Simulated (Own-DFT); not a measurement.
Simulation results for HfO2 (monoclinic hafnia, atoms displaced)

A calculation, not a measurement: plane-wave density functional theory by an unreviewed code, no spin, of a simulated periodic cell, stress positive in tension, run twice, with PBE and with PBEsol, both on files made for PBE, so the change isn't that of files made for PBEsol, hafnium file: forces about 75 meV/angstrom off all-electron values; oxygen file: force components 24 meV/angstrom off all-electron in one glass; forces on such cells passed a denser k mesh, this cell's mesh not checked; the far tail of each file's local potential was reset to the Coulomb form; each entry is a single point on an unrelaxed cell, so the pressure reflects the starting lattice, mostly measured values (interpolated for alloys), from which strain is counted, and rises with the displacements; printed positions are rounded, which can move forces by about a meV/angstrom; the program, named Own-DFT, is a retired in-house code; no spin-orbit coupling; stress was not checked against mesh or cutoff. Program: Own-DFT development build.

Settings shared by all entries: functional PBE, then PBEsol; potential files PseudoDojo norm-conserving, scalar-relativistic, standard set; wave cutoff 72 hartree; occupations Fermi-Dirac; smearing width 0.1 eV; k mesh 2 x 2 x 2 centred on Gamma.

(1) 
```cif
# cell vector a (Å): 10.2340 0.0000 0.0000
# cell vector b (Å): 0.0000 10.3500 0.0000
# cell vector c (Å): -1.6955 0.0000 10.4453
data_HfO2
_symmetry_space_group_name_H-M 'P 1'
_symmetry_Int_Tables_number 1
_cell_length_a 10.2340
_cell_length_b 10.3500
_cell_length_c 10.5820
_cell_angle_alpha 90.000
_cell_angle_beta 99.220
_cell_angle_gamma 90.000
_cell_volume 1106.39
loop_
_atom_site_label
_atom_site_type_symbol
_atom_site_fract_x
_atom_site_fract_y
_atom_site_fract_z
_atom_site_occupancy
Hf1 Hf 0.14145 0.02127 0.10409 1
Hf2 Hf 0.36032 0.27034 0.14561 1
Hf3 Hf 0.36368 0.48505 0.39584 1
Hf4 Hf 0.13759 0.23233 0.35619 1
O1 O 0.03786 0.16749 0.17451 1
O2 O 0.46413 0.41420 0.07745 1
O3 O 0.46058 0.33620 0.32546 1
O4 O 0.03923 0.08787 0.42583 1
O5 O 0.22466 0.37723 0.24032 1
O6 O 0.27616 0.12648 0.00938 1
O7 O 0.27537 0.11948 0.25834 1
O8 O 0.22185 0.37252 0.48563 1
Hf5 Hf 0.14049 0.02052 0.60119 1
Hf6 Hf 0.36529 0.26881 0.65026 1
Hf7 Hf 0.36140 0.47616 0.89416 1
Hf8 Hf 0.13847 0.23243 0.85529 1
O9 O 0.03613 0.16771 0.67222 1
O10 O 0.46457 0.41647 0.57415 1
O11 O 0.46568 0.33479 0.82375 1
O12 O 0.03720 0.08094 0.92181 1
O13 O 0.22493 0.37900 0.74208 1
O14 O 0.27647 0.13069 0.51397 1
O15 O 0.27652 0.11686 0.75968 1
O16 O 0.22134 0.36976 0.98727 1
Hf9 Hf 0.13638 0.51610 0.10356 1
Hf10 Hf 0.36453 0.76684 0.14736 1
Hf11 Hf 0.36165 0.98134 0.39227 1
Hf12 Hf 0.13909 0.72748 0.35618 1
O17 O 0.03596 0.66673 0.17327 1
O18 O 0.46280 0.91946 0.07475 1
O19 O 0.46292 0.83608 0.32618 1
O20 O 0.03815 0.58389 0.42163 1
O21 O 0.22582 0.88001 0.23771 1
O22 O 0.27302 0.62672 0.00944 1
O23 O 0.27683 0.61968 0.26443 1
O24 O 0.22459 0.87117 0.49132 1
Hf13 Hf 0.13892 0.52128 0.60587 1
Hf14 Hf 0.36211 0.77259 0.64682 1
Hf15 Hf 0.36377 0.98173 0.89572 1
Hf16 Hf 0.13960 0.73088 0.85639 1
O25 O 0.03826 0.66869 0.67348 1
O26 O 0.46133 0.91564 0.57541 1
O27 O 0.46109 0.83409 0.82641 1
O28 O 0.04069 0.57974 0.92217 1
O29 O 0.22517 0.88036 0.73859 1
O30 O 0.27688 0.62614 0.50969 1
O31 O 0.27423 0.62258 0.76143 1
O32 O 0.22340 0.87310 0.98853 1
Hf17 Hf 0.63731 0.02029 0.09890 1
Hf18 Hf 0.86250 0.26895 0.14639 1
Hf19 Hf 0.86160 0.47958 0.39572 1
Hf20 Hf 0.63778 0.22651 0.35624 1
O33 O 0.53398 0.16720 0.17261 1
O34 O 0.96329 0.41457 0.07206 1
O35 O 0.96030 0.33510 0.32481 1
O36 O 0.53736 0.08267 0.42325 1
O37 O 0.72556 0.38306 0.24194 1
O38 O 0.77606 0.12708 0.01162 1
O39 O 0.77739 0.12109 0.26388 1
O40 O 0.72494 0.36944 0.48975 1
Hf21 Hf 0.63920 0.01637 0.60321 1
Hf22 Hf 0.85981 0.26973 0.64570 1
Hf23 Hf 0.86061 0.48345 0.89459 1
Hf24 Hf 0.63612 0.22895 0.85428 1
O41 O 0.53973 0.16502 0.67533 1
O42 O 0.96531 0.41914 0.57829 1
O43 O 0.96199 0.33555 0.82735 1
O44 O 0.53664 0.08328 0.92478 1
O45 O 0.72615 0.37843 0.73945 1
O46 O 0.77420 0.13000 0.51274 1
O47 O 0.77200 0.11920 0.75776 1
O48 O 0.72734 0.37042 0.99306 1
Hf25 Hf 0.63814 0.52166 0.10386 1
Hf26 Hf 0.86176 0.76973 0.14413 1
Hf27 Hf 0.86538 0.97897 0.39407 1
Hf28 Hf 0.63696 0.73334 0.35378 1
O49 O 0.53611 0.66583 0.17217 1
O50 O 0.96448 0.91828 0.07614 1
O51 O 0.96031 0.83428 0.32392 1
O52 O 0.53613 0.58347 0.42258 1
O53 O 0.72754 0.88211 0.24089 1
O54 O 0.77306 0.62966 0.00681 1
O55 O 0.77372 0.61800 0.25764 1
O56 O 0.72356 0.86801 0.48941 1
Hf29 Hf 0.63990 0.51957 0.60288 1
Hf30 Hf 0.86142 0.76933 0.64440 1
Hf31 Hf 0.86100 0.97936 0.89187 1
Hf32 Hf 0.63767 0.73271 0.85321 1
O57 O 0.53539 0.66295 0.67199 1
O58 O 0.96342 0.91563 0.57808 1
O59 O 0.96496 0.83698 0.82452 1
O60 O 0.53776 0.58482 0.92094 1
O61 O 0.72209 0.87807 0.73883 1
O62 O 0.77265 0.62669 0.50766 1
O63 O 0.77101 0.62259 0.76002 1
O64 O 0.72383 0.86924 0.98819 1
_calc_PBE_pressure 3.96  # GPa
_calc_PBE_stress_xx -3.69  # GPa
_calc_PBE_stress_yy -3.82  # GPa
_calc_PBE_stress_zz -4.36  # GPa
_calc_PBE_stress_yz -0.04  # GPa
_calc_PBE_stress_xz -0.36  # GPa
_calc_PBE_stress_xy 0.07  # GPa
_calc_PBEsol_pressure -2.5  # GPa
_calc_PBEsol_stress_xx 2.78  # GPa
_calc_PBEsol_stress_yy 2.59  # GPa
_calc_PBEsol_stress_zz 2.12  # GPa
_calc_PBEsol_stress_yz -0.03  # GPa
_calc_PBEsol_stress_xz 0.01  # GPa
_calc_PBEsol_stress_xy 0.06  # GPa
_calc_rms_change_of_force_components_from_PBE_to_PBEsol 0.037  # eV/angstrom
```

Force:
```tsv
force element	PBE force x (eV/Å)	PBE force y (eV/Å)	PBE force z (eV/Å)	PBEsol force x (eV/Å)	PBEsol force y (eV/Å)	PBEsol force z (eV/Å)
Hf	-0.765	-0.285	-0.29	-0.733	-0.238	-0.309
Hf	0.321	0.031	0.43	0.316	0.077	0.452
Hf	-0.22	-1.41	0.224	-0.22	-1.418	0.242
Hf	0.274	0.261	-0.315	0.273	0.216	-0.331
O	-0.28	0.039	-0.248	-0.268	0.058	-0.192
O	0.102	0.351	-0.471	0.084	0.355	-0.508
O	0.844	-0.619	0.148	0.809	-0.617	0.092
O	-0.856	-0.673	-0.428	-0.82	-0.672	-0.371
O	-0.328	0.257	-0.558	-0.258	0.243	-0.551
O	0.187	0.591	0.068	0.117	0.565	0.072
O	0.123	0.296	0.441	0.061	0.287	0.426
O	0.023	0.138	0.727	0.074	0.14	0.697
Hf	-0.499	0.183	1.055	-0.47	0.23	1.009
Hf	-0.129	0.303	-1.433	-0.121	0.335	-1.369
Hf	0.191	1.18	0.464	0.173	1.107	0.472
Hf	-0.969	-1.07	-0.659	-0.943	-1.085	-0.666
O	-0.071	0.039	0.015	-0.062	0.054	0.062
O	0.013	-0.39	0.612	0.008	-0.357	0.553
O	0.213	-0.118	0.569	0.195	-0.141	0.504
O	-0.188	0.448	-0.219	-0.174	0.421	-0.162
O	0.156	-0.092	-0.261	0.216	-0.093	-0.239
O	0.458	-0.148	-0.488	0.376	-0.157	-0.468
O	0.102	0.918	0.088	0.044	0.899	0.084
O	0.319	0.17	0.393	0.368	0.172	0.373
Hf	-0.17	0.457	0.194	-0.166	0.487	0.148
Hf	-0.627	0.652	-0.775	-0.614	0.687	-0.723
Hf	-0.368	-0.008	0.504	-0.362	-0.061	0.512
Hf	-0.161	0.378	-0.406	-0.149	0.303	-0.419
O	0.053	-0.221	-0.168	0.056	-0.2	-0.109
O	0.136	-0.639	0.583	0.13	-0.601	0.508
O	0.563	-0.431	0.012	0.541	-0.437	-0.037
O	-0.537	-0.124	0.092	-0.506	-0.128	0.138
O	-0.107	-0.384	0.282	-0.034	-0.368	0.273
O	0.524	0.166	0.543	0.444	0.158	0.525
O	-0.037	0.693	-0.783	-0.093	0.684	-0.747
O	-0.147	-0.099	-0.629	-0.082	-0.089	-0.606
Hf	-0.023	-0.174	-0.318	-0.021	-0.122	-0.34
Hf	-0.052	-0.629	-0.141	-0.055	-0.559	-0.112
Hf	-0.98	-0.58	-0.178	-0.967	-0.613	-0.147
Hf	-0.06	0.078	-0.27	-0.043	0.024	-0.294
O	-0.557	0.035	-0.277	-0.534	0.045	-0.22
O	0.688	0.379	0.066	0.662	0.382	0.019
O	0.685	-0.171	0.104	0.659	-0.178	0.046
O	-0.756	0.209	-0.335	-0.729	0.188	-0.269
O	-0.201	-0.249	0.06	-0.127	-0.248	0.054
O	-0.069	0.669	0.471	-0.132	0.643	0.449
O	0.333	-0.335	0.118	0.256	-0.325	0.117
O	0.203	-0.365	0.063	0.254	-0.346	0.054
Hf	-0.006	0.138	1.41	-0.009	0.182	1.341
Hf	-0.122	0.326	-0.026	-0.121	0.369	0.001
Hf	-0.094	0.01	-0.066	-0.106	-0.042	-0.05
Hf	-0.15	0.892	-0.637	-0.137	0.819	-0.641
O	0.36	-0.317	-0.004	0.354	-0.294	0.044
O	0.346	0.131	0.553	0.335	0.15	0.491
O	0.84	-0.335	0.346	0.81	-0.344	0.291
O	-0.524	-0.294	-0.093	-0.499	-0.301	-0.046
O	-0.313	-0.591	-0.284	-0.234	-0.571	-0.277
O	0.047	0.08	-0.291	-0.025	0.071	-0.282
O	-0.102	0.243	-0.272	-0.158	0.242	-0.256
O	-0.049	0.052	-0.028	0.017	0.055	-0.025
Hf	-0.263	0.473	0.016	-0.243	0.513	-0.002
Hf	0.76	0.231	0.151	0.732	0.272	0.17
Hf	0.164	-0.663	0.066	0.158	-0.704	0.093
Hf	1.071	0.232	0.211	1.047	0.172	0.168
O	-0.729	0.081	-0.314	-0.706	0.101	-0.247
O	-0.167	-0.185	0.026	-0.168	-0.165	-0.028
O	0.525	-0.422	0.024	0.507	-0.421	-0.022
O	-0.077	0.334	-0.621	-0.065	0.307	-0.553
O	-0.454	0.122	0.077	-0.376	0.116	0.069
O	0.137	-0.486	-0.237	0.062	-0.469	-0.226
O	0.377	0.046	0.466	0.303	0.046	0.451
O	-0.47	-0.058	-0.564	-0.393	-0.048	-0.548
Hf	0.189	-0.662	-0.12	0.199	-0.599	-0.136
Hf	0.336	0.343	-0.001	0.329	0.388	0.031
Hf	-0.218	0.294	0.424	-0.219	0.231	0.427
Hf	0.329	-0.838	-0.088	0.328	-0.866	-0.104
O	-0.387	0.434	0.082	-0.377	0.441	0.13
O	-0.163	-0.298	0.085	-0.171	-0.28	0.033
O	1.006	-0.397	0.476	0.96	-0.393	0.415
O	0.243	0.562	-0.321	0.239	0.532	-0.263
O	-0.591	-0.367	-0.413	-0.508	-0.367	-0.397
O	0.43	0.067	0.418	0.353	0.059	0.406
O	0.173	0.823	0.169	0.103	0.801	0.162
O	0.072	0.426	0.004	0.126	0.418	0.003
Hf	-0.61	-0.06	0.167	-0.595	-0.006	0.137
Hf	0.418	-0.083	0.182	0.408	-0.024	0.204
Hf	0.661	0.219	0.759	0.648	0.165	0.768
Hf	-0.452	-0.786	-0.193	-0.426	-0.824	-0.21
O	-0.489	0.568	-0.033	-0.463	0.571	0.015
O	0.181	0.219	-0.362	0.163	0.22	-0.405
O	-0.018	-0.493	0.045	-0.033	-0.49	-0.004
O	-0.83	-0.502	0.075	-0.795	-0.499	0.122
O	0.098	-0.062	-0.141	0.157	-0.063	-0.14
O	0.482	0.42	0.277	0.402	0.403	0.273
O	0.748	0.021	-0.153	0.664	0.025	-0.147
O	-0.07	0.4	0.082	-0.009	0.395	0.073
```

(2) 
```cif
# cell vector a (Å): 10.2340 0.0000 0.0000
# cell vector b (Å): 0.0000 10.3500 0.0000
# cell vector c (Å): -1.6955 0.0000 10.4453
data_HfO2
_symmetry_space_group_name_H-M 'P 1'
_symmetry_Int_Tables_number 1
_cell_length_a 10.2340
_cell_length_b 10.3500
_cell_length_c 10.5820
_cell_angle_alpha 90.000
_cell_angle_beta 99.220
_cell_angle_gamma 90.000
_cell_volume 1106.39
loop_
_atom_site_label
_atom_site_type_symbol
_atom_site_fract_x
_atom_site_fract_y
_atom_site_fract_z
_atom_site_occupancy
Hf1 Hf 0.13708 0.01891 0.10271 1
Hf2 Hf 0.36572 0.26938 0.14466 1
Hf3 Hf 0.35925 0.47762 0.39745 1
Hf4 Hf 0.13675 0.23046 0.35362 1
O1 O 0.03672 0.16928 0.17498 1
O2 O 0.46447 0.41688 0.07914 1
O3 O 0.46237 0.33321 0.32654 1
O4 O 0.03712 0.08572 0.42474 1
O5 O 0.22642 0.38102 0.23826 1
O6 O 0.27770 0.13218 0.01373 1
O7 O 0.27616 0.12056 0.25955 1
O8 O 0.22228 0.37075 0.48912 1
Hf5 Hf 0.13733 0.02211 0.60649 1
Hf6 Hf 0.36343 0.26821 0.64767 1
Hf7 Hf 0.36282 0.47994 0.89454 1
Hf8 Hf 0.13900 0.22926 0.85678 1
O9 O 0.03632 0.16746 0.67554 1
O10 O 0.46158 0.41670 0.57491 1
O11 O 0.46224 0.33321 0.82490 1
O12 O 0.03473 0.08529 0.92198 1
O13 O 0.22117 0.37905 0.74211 1
O14 O 0.27255 0.12729 0.51009 1
O15 O 0.27790 0.12240 0.75962 1
O16 O 0.22337 0.37351 0.99095 1
Hf9 Hf 0.13762 0.52020 0.10419 1
Hf10 Hf 0.36043 0.76811 0.14407 1
Hf11 Hf 0.35941 0.97912 0.39851 1
Hf12 Hf 0.13759 0.72787 0.35405 1
O17 O 0.03541 0.66778 0.17433 1
O18 O 0.46518 0.91403 0.07613 1
O19 O 0.46443 0.83124 0.32522 1
O20 O 0.03454 0.58238 0.42821 1
O21 O 0.22629 0.87775 0.24018 1
O22 O 0.27637 0.62911 0.00889 1
O23 O 0.27372 0.61794 0.25583 1
O24 O 0.22708 0.86981 0.49046 1
Hf13 Hf 0.13963 0.51901 0.60284 1
Hf14 Hf 0.35921 0.76940 0.64520 1
Hf15 Hf 0.36074 0.98189 0.89541 1
Hf16 Hf 0.13868 0.73315 0.85265 1
O25 O 0.03806 0.66507 0.67104 1
O26 O 0.46456 0.91961 0.57633 1
O27 O 0.46399 0.83512 0.82738 1
O28 O 0.03343 0.58667 0.92131 1
O29 O 0.22201 0.87685 0.73914 1
O30 O 0.27511 0.62859 0.51139 1
O31 O 0.27464 0.62100 0.76059 1
O32 O 0.22572 0.86679 0.99136 1
Hf17 Hf 0.63666 0.02144 0.10490 1
Hf18 Hf 0.86578 0.26993 0.14386 1
Hf19 Hf 0.85994 0.48157 0.39738 1
Hf20 Hf 0.63996 0.22819 0.35379 1
O33 O 0.53773 0.16589 0.17401 1
O34 O 0.96110 0.41670 0.07794 1
O35 O 0.96087 0.33495 0.32613 1
O36 O 0.53484 0.08478 0.42154 1
O37 O 0.72270 0.37902 0.24371 1
O38 O 0.77711 0.12995 0.01083 1
O39 O 0.77403 0.12120 0.25818 1
O40 O 0.72468 0.37001 0.49179 1
Hf21 Hf 0.63890 0.02060 0.60320 1
Hf22 Hf 0.86312 0.27227 0.64322 1
Hf23 Hf 0.86330 0.47849 0.89587 1
Hf24 Hf 0.63855 0.22865 0.85291 1
O41 O 0.53780 0.16552 0.67771 1
O42 O 0.96461 0.41509 0.57418 1
O43 O 0.96728 0.33327 0.82700 1
O44 O 0.53649 0.08415 0.92238 1
O45 O 0.72368 0.38004 0.73982 1
O46 O 0.77321 0.12892 0.50737 1
O47 O 0.77411 0.12533 0.76007 1
O48 O 0.72571 0.37031 0.98878 1
Hf25 Hf 0.63668 0.52307 0.10103 1
Hf26 Hf 0.86065 0.76814 0.14465 1
Hf27 Hf 0.86307 0.97788 0.39474 1
Hf28 Hf 0.63866 0.73248 0.35601 1
O49 O 0.53589 0.66479 0.17668 1
O50 O 0.96001 0.91593 0.07510 1
O51 O 0.96389 0.83217 0.32500 1
O52 O 0.53562 0.58329 0.42135 1
O53 O 0.72403 0.87949 0.23902 1
O54 O 0.77594 0.62937 0.01061 1
O55 O 0.78028 0.61909 0.26261 1
O56 O 0.72102 0.86724 0.48883 1
Hf29 Hf 0.63894 0.51999 0.60515 1
Hf30 Hf 0.86013 0.76815 0.64409 1
Hf31 Hf 0.86077 0.98007 0.89563 1
Hf32 Hf 0.63949 0.73086 0.85288 1
O57 O 0.53531 0.66626 0.67296 1
O58 O 0.96541 0.91741 0.57619 1
O59 O 0.96408 0.83759 0.82418 1
O60 O 0.53778 0.58539 0.92512 1
O61 O 0.72335 0.88201 0.74128 1
O62 O 0.77562 0.62623 0.51211 1
O63 O 0.77704 0.62357 0.75874 1
O64 O 0.72356 0.87177 0.99022 1
_calc_PBE_pressure 3.72  # GPa
_calc_PBE_stress_xx -3.2  # GPa
_calc_PBE_stress_yy -3.72  # GPa
_calc_PBE_stress_zz -4.24  # GPa
_calc_PBE_stress_yz -0.02  # GPa
_calc_PBE_stress_xz 0  # GPa
_calc_PBE_stress_xy -0.35  # GPa
_calc_PBEsol_pressure -2.73  # GPa
_calc_PBEsol_stress_xx 3.27  # GPa
_calc_PBEsol_stress_yy 2.68  # GPa
_calc_PBEsol_stress_zz 2.25  # GPa
_calc_PBEsol_stress_yz -0.02  # GPa
_calc_PBEsol_stress_xz 0.36  # GPa
_calc_PBEsol_stress_xy -0.33  # GPa
_calc_rms_change_of_force_components_from_PBE_to_PBEsol 0.036  # eV/angstrom
```

Force:
```tsv
force element	PBE force x (eV/Å)	PBE force y (eV/Å)	PBE force z (eV/Å)	PBEsol force x (eV/Å)	PBEsol force y (eV/Å)	PBEsol force z (eV/Å)
Hf	-0.07	0.177	0.568	-0.06	0.221	0.531
Hf	-0.42	0.674	0.864	-0.415	0.708	0.873
Hf	0.956	0.108	-0.782	0.934	0.049	-0.741
Hf	0.131	0.211	-0.049	0.126	0.156	-0.072
O	0.29	-0.717	-0.594	0.283	-0.677	-0.529
O	0.287	0.19	-0.569	0.271	0.197	-0.606
O	0.345	-0.21	0.27	0.323	-0.218	0.21
O	-0.655	-0.417	-0.219	-0.627	-0.421	-0.165
O	-0.465	-0.411	0.118	-0.391	-0.397	0.115
O	-0.247	-0.856	-0.716	-0.302	-0.837	-0.697
O	-0.229	-0.097	0.136	-0.289	-0.092	0.134
O	-0.039	-0.141	0.103	0.023	-0.124	0.094
Hf	-0.124	0.002	-0.39	-0.12	0.054	-0.412
Hf	-0.107	0.416	-0.43	-0.105	0.451	-0.379
Hf	-0.406	0.008	0.377	-0.411	-0.039	0.394
Hf	0.016	0.694	-0.252	0.013	0.644	-0.279
O	-0.001	-0.247	-0.294	0.013	-0.227	-0.24
O	0.291	-0.18	0.584	0.271	-0.16	0.517
O	0.298	0.107	0.344	0.277	0.087	0.278
O	0.067	-0.366	0.368	0.076	-0.37	0.408
O	0.395	-0.165	-0.283	0.449	-0.166	-0.274
O	0.409	0.221	0.268	0.333	0.203	0.263
O	-0.173	-0.293	0.348	-0.227	-0.279	0.34
O	0.071	-0.174	-0.307	0.131	-0.164	-0.303
Hf	0.17	0.092	-0.221	0.187	0.133	-0.232
Hf	0.606	0.079	0.556	0.584	0.125	0.567
Hf	0.796	0.047	-0.803	0.77	0.003	-0.754
Hf	-0.086	-0.121	-0.078	-0.085	-0.162	-0.108
O	-0.006	-0.231	-0.242	0	-0.208	-0.183
O	-0.028	0.283	-0.078	-0.037	0.296	-0.123
O	-0.225	0.481	0.468	-0.219	0.446	0.409
O	0.34	0.596	-0.829	0.342	0.561	-0.757
O	-0.488	0.098	-0.165	-0.412	0.087	-0.163
O	-0.073	-0.227	-0.08	-0.131	-0.222	-0.07
O	-0.08	0.38	0.623	-0.147	0.375	0.6
O	-0.509	-0.109	-0.001	-0.423	-0.104	0
Hf	-0.407	-0.067	0.533	-0.396	-0.012	0.489
Hf	0.706	0.281	0.205	0.676	0.316	0.223
Hf	0.804	-0.634	0.352	0.796	-0.67	0.369
Hf	-0.477	-0.95	0.027	-0.454	-0.971	0
O	-0.746	0.543	0.037	-0.719	0.544	0.08
O	-0.092	-0.461	0.434	-0.096	-0.43	0.366
O	-0.021	-0.025	-0.119	-0.03	-0.035	-0.163
O	-0.021	-0.069	0.19	-0.015	-0.089	0.232
O	0.092	0.488	0.037	0.147	0.463	0.036
O	0.163	-0.021	-0.256	0.092	-0.027	-0.244
O	0.43	0.084	-0.044	0.359	0.092	-0.046
O	-0.294	0.98	-0.222	-0.223	0.957	-0.218
Hf	0.331	-0.282	-0.191	0.33	-0.231	-0.208
Hf	-1.372	0.313	0.656	-1.337	0.353	0.668
Hf	-0.111	-0.711	-0.537	-0.117	-0.74	-0.501
Hf	-0.237	0.7	-0.078	-0.218	0.635	-0.103
O	-0.432	0.099	-0.314	-0.413	0.111	-0.258
O	0.871	0.601	-0.204	0.84	0.592	-0.253
O	0.717	-0.295	0.185	0.695	-0.307	0.13
O	-0.354	-0.354	0.233	-0.331	-0.36	0.278
O	0.017	0.079	-0.717	0.078	0.068	-0.688
O	-0.035	-0.293	-0.187	-0.094	-0.291	-0.183
O	0.46	-0.355	0.377	0.375	-0.344	0.37
O	-0.196	0.049	0.04	-0.121	0.054	0.041
Hf	-0.313	0.296	-0.066	-0.309	0.335	-0.087
Hf	-0.202	-0.146	0.38	-0.203	-0.091	0.396
Hf	0.013	0.058	-0.134	0.012	0.009	-0.099
Hf	0.215	0.298	0.624	0.221	0.236	0.577
O	-0.555	-0.04	-0.847	-0.534	-0.019	-0.771
O	0.227	-0.076	0.554	0.207	-0.06	0.494
O	-0.345	0.271	0.082	-0.343	0.248	0.034
O	-0.491	-0.173	0.067	-0.473	-0.183	0.111
O	0.183	0.075	-0.043	0.243	0.07	-0.048
O	0.479	-0.195	0.372	0.398	-0.19	0.36
O	0.497	-0.445	-0.029	0.412	-0.428	-0.024
O	-0.264	0.158	-0.091	-0.186	0.159	-0.097
Hf	0.158	-0.65	1.316	0.148	-0.584	1.257
Hf	-0.167	0.192	0.21	-0.168	0.231	0.231
Hf	0.063	0.371	-0.093	0.06	0.316	-0.066
Hf	-0.613	-1.125	-0.739	-0.606	-1.141	-0.745
O	0.066	0.012	-0.562	0.073	0.028	-0.51
O	0.896	0.366	0.262	0.866	0.372	0.202
O	0.204	0.215	0.445	0.188	0.192	0.386
O	-0.146	-0.086	0.316	-0.13	-0.093	0.36
O	0.037	-0.146	0.144	0.099	-0.147	0.143
O	0.158	-0.03	-0.277	0.09	-0.031	-0.264
O	-0.298	0.699	-0.388	-0.345	0.689	-0.375
O	0.553	0.698	0.502	0.6	0.68	0.483
Hf	-0.54	-0.023	-0.556	-0.514	0.026	-0.57
Hf	0.702	0.256	0.363	0.677	0.284	0.382
Hf	-0.264	0.145	-0.097	-0.264	0.092	-0.066
Hf	-0.371	0.219	0.174	-0.358	0.174	0.148
O	-0.211	0.117	-0.025	-0.195	0.128	0.026
O	-0.382	-0.29	-0.047	-0.378	-0.264	-0.097
O	0.27	-0.277	0.02	0.252	-0.289	-0.024
O	-0.468	-0.085	-0.57	-0.445	-0.102	-0.501
O	0.093	-0.238	-0.359	0.151	-0.239	-0.349
O	0.094	0.257	0.076	0.033	0.244	0.081
O	-0.024	-0.128	0.267	-0.086	-0.113	0.253
O	-0.092	-0.154	-0.3	-0.023	-0.147	-0.299
```
